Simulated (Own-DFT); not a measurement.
# Response to strain: 6H (3C twinned every three layers) SiC, 48 atoms (C24Si24)

Calculated results; nothing here was measured. The program, named Own-DFT, is a retired in-house plane-wave density functional code that no person has reviewed. Each row is one single-point run on a periodic cell that was not relaxed, without spin or spin-orbit coupling.

Settings of every run: PBE; PseudoDojo norm-conserving scalar-relativistic files; cutoff 42 hartree; 5 x 5 x 2 k mesh centred on Gamma; Fermi-Dirac smearing of 0.1 eV.

Known limits: forces on such cells passed a denser k mesh, each cell not checked; stress not checked against mesh or cutoff.

Unstrained cell vectors in Å: (4.360, -4.360, 0.000); (0.000, 4.360, -4.360); (8.719, 8.719, 8.719). The unstrained cell has measured lattice constants (interpolated for alloys), not those of this functional. That, the random moves and any unrelaxed bonds set the pressure at no strain. Each run strains this cell uniformly, with the atoms carried along. Every atom was also moved at random, by a Gaussian of width 0.05 Å on each axis. Strain is the symmetric tensor, in per cent. Stress is positive in tension, and the pressure is minus a third of its trace.

| run | e_xx (%) | e_yy (%) | e_zz (%) | e_yz (%) | e_xz (%) | e_xy (%) | s_xx (GPa) | s_yy (GPa) | s_zz (GPa) | s_yz (GPa) | s_xz (GPa) | s_xy (GPa) | P (GPa) | E (meV/atom) |
|---|---|---|---|---|---|---|---|---|---|---|---|---|---|---|
| 1 | 1.55 | -1.50 | -1.25 | 0.61 | -0.68 | -0.86 | -0.91 | -12.39 | -12.52 | 1.13 | -4.61 | -6.99 | 8.60 | 29.3 |
| 2 | 0.83 | 1.06 | 0.47 | 1.63 | 0.07 | -0.20 | 0.96 | 1.34 | -2.67 | 7.00 | 1.46 | -1.02 | 0.12 | 2.4 |
| 3 | 0.65 | 1.19 | -1.61 | -1.10 | -0.49 | -0.60 | -3.01 | -0.19 | -12.66 | -6.29 | -2.48 | -4.70 | 5.29 | 24.8 |
| 4 | -1.21 | -1.64 | -1.50 | -0.20 | 0.52 | -0.84 | -15.77 | -14.79 | -16.89 | -2.85 | 1.31 | -4.54 | 15.82 | 26.3 |
| 5 | 0.14 | 1.54 | 1.21 | -1.44 | -1.56 | 0.32 | -2.51 | 1.91 | 1.68 | -8.09 | -8.49 | -0.89 | -0.36 | 21.0 |
| 6 | -1.29 | 0.10 | 1.27 | -0.54 | 0.85 | 1.34 | -10.62 | -5.70 | -0.97 | -3.63 | 3.99 | 6.63 | 5.76 | 38.1 |
| 7 | -0.50 | -0.79 | 0.00 | 1.54 | -0.99 | -0.59 | -6.16 | -12.14 | -5.77 | 4.52 | -5.40 | -3.34 | 8.03 | 9.1 |
| 8 | 1.33 | 0.07 | -0.23 | -0.33 | 1.00 | -1.96 | 1.15 | -3.80 | -4.78 | -1.17 | 3.41 | -8.50 | 2.48 | 4.7 |
| 9 | 0.74 | 0.06 | 1.84 | 1.20 | -1.71 | 0.50 | -0.88 | -3.37 | 3.95 | 5.04 | -7.00 | 3.56 | 0.10 | 13.7 |
| 10 | 1.95 | 0.84 | -1.94 | -1.69 | 1.61 | -0.15 | 2.26 | 0.85 | -11.78 | -5.06 | 6.12 | -2.59 | 2.89 | 0.0 |
| 11 | 0.61 | 0.32 | 1.88 | -0.80 | -1.85 | -0.11 | -0.04 | -1.13 | 4.26 | -3.72 | -7.45 | -0.28 | -1.03 | 6.4 |
| 12 | -1.61 | 1.52 | 1.52 | -1.64 | 0.90 | 0.30 | -9.98 | 1.78 | 1.49 | -6.90 | 3.34 | 1.09 | 2.24 | 15.0 |
| 13 | -0.19 | -0.07 | -0.53 | -0.45 | 0.74 | -1.47 | -7.09 | -5.03 | -10.64 | -2.36 | 2.27 | -6.80 | 7.59 | 30.9 |
| 14 | 0.93 | 1.37 | 0.85 | 1.63 | -1.92 | -1.16 | 1.82 | 2.30 | 1.35 | 4.22 | -7.02 | -5.13 | -1.82 | 15.9 |
| 15 | -1.80 | 1.90 | -1.56 | -1.79 | -1.98 | -1.22 | -16.29 | -1.98 | -13.71 | -12.22 | -12.35 | -9.59 | 10.66 | 74.2 |
| 16 | -0.34 | 1.00 | -0.80 | -1.98 | -1.81 | -0.76 | ? | ? | ? | ? | ? | ? | ? | ? |

E is the free energy for each atom above the lowest run shown.

## Worked fit

Each stress component was fitted by least squares to a constant and the strains of the runs shown, as fractions, with shears doubled. Shear strains stay in the fit of a normal stress only where such slopes are resolved. The slopes, in GPa:

```
stress  at no strain  per e_xx  per e_yy  per e_zz  scatter
  s_xx          -5.5  509 ± 24   76 ± 27  133 ± 21     1.07
  s_yy          -5.6  140 ± 29  467 ± 32   76 ± 25     1.26
  s_zz          -6.0  116 ± 21  105 ± 23  501 ± 18     0.90
```

Each shear stress against twice its own strain: yz 203 ± 12, xz 236 ± 11, xy 210 ± 18 GPa. These are stiffnesses along x, y and z of the frame in which the cell vectors are given, which need not be the crystal's axes. The atoms are held to the strained lattice; where symmetry lets them move under strain, relaxing them would lower some slopes. The table should be nearly symmetric about its diagonal, and what it lacks of that shows the noise. A ninth of its sum, 236 ± 8 GPa, estimates the bulk modulus near the mean pressure of these runs, 4.4 GPa, so it lies above the value at zero pressure.

## Withheld run

Question: what normal stresses and pressure should run 16 give?

The fit gives s_xx = -7.6, s_yy = -2.0, s_zz = -9.4 and P = 6.3 GPa. The calculation gave -6.97, -2.25, -8.64 and P = 5.95 GPa.
